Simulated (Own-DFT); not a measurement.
# Response to strain: wurtzite AlN, 72 atoms (Al36N36)

Calculated results; nothing here was measured. They come from Own-DFT, an in-house plane-wave density functional program, since retired, whose code no person has reviewed. Each row is one single-point run on a periodic cell that was not relaxed, without spin or spin-orbit coupling.

Settings of every run: PBE; PseudoDojo norm-conserving scalar-relativistic files; cutoff 42 hartree; 4 x 4 x 3 k mesh centred on Gamma; Gaussian smearing of 0.01 eV.

Known limits: k mesh not checked against a denser one; stress not checked against mesh or cutoff.

Unstrained cell vectors in Å: (9.336, 0.000, 0.000); (-4.668, 8.085, 0.000); (0.000, 0.000, 9.964). The unstrained cell has measured lattice constants (interpolated for alloys), not those of this functional. That, the random moves and any unrelaxed bonds set the pressure at no strain. Each run strains this cell uniformly, with the atoms carried along. Every atom was also moved at random, by a Gaussian of width 0.05 Å on each axis. Strain is the symmetric tensor, in per cent. Stress is positive in tension, and the pressure is minus a third of its trace.

```
run  e_xx (%)  e_yy (%)  e_zz (%)  s_xx (GPa)  s_yy (GPa)  s_zz (GPa)  P (GPa)  E (meV/atom)
  1     -0.50     -0.50      0.00       -9.11       -8.50       -6.15     7.92          10.2
  2     -1.00     -1.00      0.00      -12.03      -13.07       -4.16     9.75           0.0
  3     -2.25     -2.25      0.00      -22.58      -17.71       -8.85    16.38          40.6
  4      0.75      0.75      0.00       -2.03       -0.16       -6.31     2.83          13.7
  5     -2.50     -2.50      0.00      -22.74      -19.11      -10.55    17.47          40.2
  6     -3.00     -3.00      0.00      -27.43      -26.07       -8.87    20.79          63.8
  7     -1.50     -1.50      0.00      -16.51      -15.59       -5.13    12.41          14.4
  8      2.25      2.25      0.00        5.13        5.45       -0.55    -3.34           4.9
  9      1.50      1.50      0.00           ?           ?           ?        ?             ?
```

E is the free energy for each atom above the lowest run shown.

## Worked fit

The change of volume is close to e_xx + e_yy + e_zz. A straight line through the runs shown gives P = 6.22 - 227 x (fractional change of volume) GPa, with an error of 8 on the slope and a scatter of 0.77 GPa. The strain isn't the same on all axes and the cell isn't cubic, so the slope belongs to this path and is not the bulk modulus.

## Withheld run

Question: what pressure should run 9 give? Its volume changes by 3.02 %.

The line gives -0.6 GPa. The calculation gave -1.03 GPa.
